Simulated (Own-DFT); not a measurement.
# PBE and PBEsol under strain: beta-Si3N4, 42 atoms (N24Si18)

Calculated, not measured: single-point runs of Own-DFT, a retired in-house plane-wave DFT program that no person has reviewed, on unrelaxed cells, without spin or spin-orbit coupling.

Keep in mind: forces on such cells passed a denser k mesh, each cell not checked; stress not checked against mesh or cutoff.

Each geometry was run with PBE and with PBEsol, otherwise alike: PseudoDojo norm-conserving scalar-relativistic files made for PBE; cutoff 42 hartree; 3 x 3 x 3 k mesh centred on Gamma; Fermi-Dirac smearing of 0.1 eV. Unstrained cell vectors in Å: (7.606, 0.000, 0.000); (-3.803, 6.587, 0.000); (0.000, 0.000, 8.727). Each has a uniform strain, of which the change of volume is shown, and random moves of rms u per axis.

```
run,volume change (%),u (Å),P with PBE (GPa),P with PBEsol (GPa)
1,1.37,0.0518,3.59,1.19
2,0.08,0.0452,7.17,4.75
3,2.35,0.0502,2.19,-0.18
4,0.06,0.0481,7.84,5.43
5,3.35,0.0529,0.14,-2.22
6,-1.08,0.0541,13.63,11.22
7,2.76,0.0465,1.78,-0.58
8,-0.56,0.0522,10.24,7.80
9,0.97,0.0471,4.93,2.52
10,1.52,0.0512,3.50,1.11
11,2.76,0.0522,2.41,?
```

Question: by how much does PBEsol shrink this cell, and what belongs in the blank?

## Solution

Write v for the change of volume as a fraction. Fitted to v and u², the PBE pressure has a slope of -273 ± 24 GPa in v, with the ions held to the strained lattice. The difference PBEsol less PBE is -2.41 + 1.7 v GPa (slope ± 0.3) and averages -2.40 GPa. Divided by the mean slope of the two, 272 GPa, that makes PBEsol's volume at a given pressure, near 4 GPa, about 0.9 % smaller, or 0.29 % in lengths. At one volume PBEsol's slope is the smaller by 2 GPa, but its pressure there is lower too. If stiffness rises by about 4 GPa for each GPa, PBEsol at equal pressure is stiffer by about 8 GPa. Files made for PBEsol would give a different shift.

For run 11 the line gives 0.04 GPa. The calculation gave 0.04 GPa.
